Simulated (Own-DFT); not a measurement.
# One host, several defects: zincblende GaAs

The numbers are computed, not measured, by runs of the plane-wave DFT program Own-DFT (in-house, retired, unreviewed) at fixed positions, with no spin and no spin-orbit coupling.

All runs used: PBE; PseudoDojo norm-conserving scalar-relativistic files; cutoff 42 hartree; 3 x 3 x 3 k mesh centred on Gamma; Fermi-Dirac smearing of 0.1 eV.

Known weak points (not all hold for every row): not probed for a lower state with spin; forces on such cells failed a check on a denser k mesh; forces not confirmed at this smearing and k mesh; forces on such cells passed a denser k mesh, each cell not checked; stress not checked against mesh or cutoff.

All runs share one cell, with vectors in Å (11.307, 0.000, 0.000); (0.000, 11.307, 0.000); (0.000, 0.000, 11.307) and a volume of 1445.4 Å³. Atoms were moved at random from their sites; u is the rms move along one axis. The defect's site can differ from row to row.

```
cell,formula,u (Å),P (GPa)
no defect,As32Ga32,0.0197,3.51
no defect,As32Ga32,0.0490,4.04
no defect,As32Ga32,0.0508,3.93
one In on a Ga site,As32Ga31In,0.0298,4.23
one In on a Ga site,As32Ga31In,0.0507,4.60
one In on a Ga site,As32Ga31In,0.0540,4.70
one Al on a Ga site,AlAs32Ga31,0.0471,3.84
one Al on a Ga site,AlAs32Ga31,0.0480,3.94
one Al on a Ga site,AlAs32Ga31,0.0523,3.99
two As on a Ga site each,As34Ga30,0.0276,4.76
two As on a Ga site each,As34Ga30,0.0311,4.84
two As on a Ga site each,As34Ga30,0.0336,4.81
one As on a Ga site and one Ga on an As site,As32Ga32,0.0296,?
one As on a Ga site and one Ga on an As site,As32Ga32,0.0320,3.97
one As on a Ga site and one Ga on an As site,As32Ga32,0.0481,4.22
one As on a Ga site and one Ga on an As site,As32Ga32,0.0506,4.26
```

## Worked fit

P = P0 + c u² + a shift for each defect gives P0 = 3.44 GPa, c = 218 ± 17 GPa/Å² and a scatter of 0.04 GPa. The shifts, and each times the cell's volume:

- two As on a Ga site each: 1.16 ± 0.04 GPa, 10.4 eV (5.2 eV for each of its 2 sites)
- one In on a Ga site: 0.61 ± 0.04 GPa, 5.5 eV
- one As on a Ga site and one Ga on an As site: 0.29 ± 0.04 GPa, 2.6 eV
- one Al on a Ga site: -0.04 ± 0.04 GPa, -0.4 eV (not resolved)

Against the defect-free cell, a freed cell would be larger where the shift is positive and smaller where it is negative (160.2 GPa Å³ is 1 eV). The atoms around the defects weren't relaxed, which would change these numbers.

## Withheld run

The question: what pressure belongs in the blank (one As on a Ga site and one Ga on an As site, u = 0.0296 Å)?

Estimate: 3.91 ± 0.05 GPa. Computed: 3.91 GPa.
